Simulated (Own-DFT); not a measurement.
# Strain and stress in wurtzite AlN, 128 atoms (Al64N64)

These are calculations, not measurements. They come from Own-DFT, an in-house plane-wave density functional program, since retired, whose code no person has reviewed. Each row is one single-point run on a periodic cell that was not relaxed, without spin or spin-orbit coupling.

Settings of every run: PBE; PseudoDojo norm-conserving scalar-relativistic files; cutoff 42 hartree; 3 x 3 x 3 k mesh centred on Gamma; Gaussian smearing of 0.01 eV.

Known limits: k mesh not checked against a denser one; stress not checked against mesh or cutoff.

Unstrained cell vectors in Å: (12.448, 0.000, 0.000); (-6.224, 10.780, 0.000); (0.000, 0.000, 9.964). The unstrained cell has measured lattice constants (interpolated for alloys), not those of this functional. That, the random moves and any unrelaxed bonds set the pressure at no strain. Each run strains this cell uniformly, with the atoms carried along. Every atom was also moved at random, by a Gaussian of width 0.05 Å on each axis. Strain is the symmetric tensor, in per cent. Stress is positive in tension, and the pressure is minus a third of its trace.

| run | e_xx (%) | e_yy (%) | e_zz (%) | e_yz (%) | e_xz (%) | e_xy (%) | s_xx (GPa) | s_yy (GPa) | s_zz (GPa) | s_yz (GPa) | s_xz (GPa) | s_xy (GPa) | P (GPa) | E (meV/atom) |
|---|---|---|---|---|---|---|---|---|---|---|---|---|---|---|
| 1 | -0.40 | -0.12 | -1.45 | -1.73 | 0.29 | 0.63 | -9.84 | -7.91 | -11.81 | -4.41 | 0.43 | 2.39 | 9.85 | 20.0 |
| 2 | -0.74 | 0.74 | 1.68 | 1.43 | -0.28 | -1.64 | -6.03 | -3.14 | 1.62 | 3.59 | -0.54 | -6.24 | 2.52 | 6.9 |
| 3 | 1.71 | 1.78 | 0.96 | -0.74 | 1.41 | 0.13 | 3.38 | 3.79 | 1.60 | -2.03 | 3.55 | 1.20 | -2.92 | 1.3 |
| 4 | -0.99 | 1.93 | -1.01 | 1.71 | -0.31 | 0.97 | -8.21 | 1.19 | -9.87 | 4.43 | -1.30 | 4.51 | 5.63 | 5.3 |
| 5 | 1.73 | 1.88 | -0.65 | -0.29 | -1.14 | 0.92 | 2.37 | 3.09 | -3.36 | -0.67 | -3.25 | 3.08 | -0.70 | 0.0 |
| 6 | -1.60 | 0.44 | -1.67 | 0.92 | 0.75 | 1.10 | -14.59 | -7.27 | -14.27 | 2.50 | 2.88 | 3.57 | 12.04 | 26.5 |
| 7 | -1.19 | -1.94 | 1.55 | 0.48 | -1.68 | -0.73 | -12.32 | -15.40 | -2.00 | 1.22 | -4.78 | -2.56 | 9.90 | 24.1 |
| 8 | 1.59 | -1.51 | 0.44 | -0.29 | 1.24 | -0.69 | -0.36 | -10.15 | -3.50 | -0.60 | 2.88 | -2.95 | 4.67 | 6.2 |
| 9 | -1.21 | -1.56 | 1.21 | -1.39 | 0.50 | -1.94 | -14.01 | -13.66 | -1.53 | -2.85 | 1.75 | -8.40 | 9.73 | 21.8 |
| 10 | 1.27 | -1.19 | -1.46 | -1.32 | -1.73 | 1.62 | -1.96 | -11.31 | -13.23 | -3.63 | -5.08 | 4.61 | 8.84 | 25.4 |
| 11 | -0.12 | -0.29 | -1.68 | -0.65 | 0.25 | -0.17 | -6.34 | -8.86 | -16.08 | -1.05 | 0.63 | -0.60 | 10.43 | 20.6 |
| 12 | -1.48 | -1.94 | -0.60 | -1.67 | 0.63 | -1.77 | -17.89 | -16.87 | -11.58 | -4.47 | 2.17 | -7.45 | 15.45 | 48.3 |
| 13 | -1.03 | -0.18 | -0.86 | -1.48 | -0.32 | 1.63 | -12.42 | -9.42 | -9.52 | -4.09 | -0.80 | 7.33 | 10.45 | 22.3 |
| 14 | -0.52 | -1.03 | -1.22 | 0.78 | 1.80 | -0.19 | -10.16 | -13.64 | -10.78 | 0.77 | 4.36 | -0.86 | 11.53 | 14.1 |
| 15 | -0.67 | -0.55 | 1.25 | 1.32 | -1.79 | 1.50 | -10.68 | -7.79 | 0.06 | 3.06 | -3.90 | 6.55 | 6.14 | 18.2 |
| 16 | -1.01 | -1.40 | -1.14 | -1.33 | 1.92 | 1.18 | ? | ? | ? | ? | ? | ? | ? | ? |

E is the free energy for each atom above the lowest run shown.

## Worked fit

Each stress component was fitted by least squares to a constant and the strains of the runs shown, as fractions, with shears doubled. Shear strains stay in the fit of a normal stress only where such slopes are resolved. The slopes, in GPa:

```
stress,at no strain,per e_xx,per e_yy,per e_zz,scatter
s_xx,-6.4,461 ± 31,125 ± 28,55 ± 29,1.34
s_yy,-6.3,110 ± 15,443 ± 14,74 ± 14,0.65
s_zz,-5.4,87 ± 30,98 ± 27,465 ± 28,1.31
```

Each shear stress against twice its own strain: yz 121 ± 7, xz 135 ± 7, xy 212 ± 12 GPa. These are stiffnesses along x, y and z of the frame in which the cell vectors are given, which need not be the crystal's axes. The atoms are held to the strained lattice; where symmetry lets them move under strain, relaxing them would lower some slopes. The table should be nearly symmetric about its diagonal, and what it lacks of that shows the noise. A ninth of its sum, 213 ± 5 GPa, estimates the bulk modulus near the mean pressure of these runs, 7.6 GPa, so it lies above the value at zero pressure.

## Withheld run

Question: what normal stresses and pressure should run 16 give?

The fit gives s_xx = -13.4, s_yy = -14.5, s_zz = -13.0 and P = 13.6 GPa. The calculation gave -14.17, -14.87, -12.80 and P = 13.94 GPa.
